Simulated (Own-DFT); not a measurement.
# One host, several defects: zincblende GaAs

Everything here is calculated. The program is Own-DFT (plane waves, in-house, since retired, never reviewed by a person); positions were held fixed, and spin and spin-orbit coupling were off.

Settings: PBE; PseudoDojo norm-conserving scalar-relativistic files; cutoff 42 hartree; 3 x 3 x 3 k mesh centred on Gamma; Fermi-Dirac smearing of 0.1 eV.

Known weak points (not all hold for every row): not probed for a lower state with spin; forces not confirmed at this smearing and k mesh; stress not checked against mesh or cutoff.

All runs share one cell, with vectors in Å (11.737, 0.000, 0.000); (0.000, 11.737, 0.000); (0.000, 0.000, 10.833) and a volume of 1492.4 Å³, strained against the parent crystal. The atoms are randomly displaced, by u rms on each axis. The defect's site can differ from row to row.

```
cell,formula,u (Å),P (GPa)
no defect,As32Ga32,0.0299,1.24
no defect,As32Ga32,0.0527,1.56
no defect,As32Ga32,0.0542,1.61
one Al on a Ga site,AlAs32Ga31,0.0305,1.24
one Al on a Ga site,AlAs32Ga31,0.0471,1.50
one Al on a Ga site,AlAs32Ga31,0.0498,1.46
one As vacancy and one Ga vacancy,As31Ga31,0.0296,0.89
one As vacancy and one Ga vacancy,As31Ga31,0.0494,1.19
one As vacancy and one Ga vacancy,As31Ga31,0.0546,1.34
one In on a Ga site,As32Ga31In,0.0505,2.17
one In on a Ga site,As32Ga31In,0.0509,2.15
one In on a Ga site,As32Ga31In,0.0528,2.24
one In on a Ga site,As32Ga31In,0.0543,?
one P on an As site,As31Ga32P,0.0285,0.98
one P on an As site,As31Ga32P,0.0302,1.03
one P on an As site,As31Ga32P,0.0302,1.04
```

## Worked fit

P = P0 + c u² + a shift for each defect gives P0 = 1.06 GPa, c = 187 ± 13 GPa/Å² and a scatter of 0.03 GPa. The shifts, and each times the cell's volume:

- one In on a Ga site: 0.64 ± 0.03 GPa, 5.9 eV
- one Al on a Ga site: -0.01 ± 0.03 GPa, -0.1 eV (not resolved)
- one P on an As site: -0.21 ± 0.03 GPa, -1.9 eV
- one As vacancy and one Ga vacancy: -0.31 ± 0.03 GPa, -2.9 eV

Against the defect-free cell, a freed cell would be larger where the shift is positive and smaller where it is negative (160.2 GPa Å³ is 1 eV). The atoms around the defects weren't relaxed, which would change these numbers.

## Prediction

The question: what pressure belongs in the blank (one In on a Ga site, u = 0.0543 Å)?

The fitted form gives 2.24 ± 0.04 GPa. DFT gave 2.27 GPa.
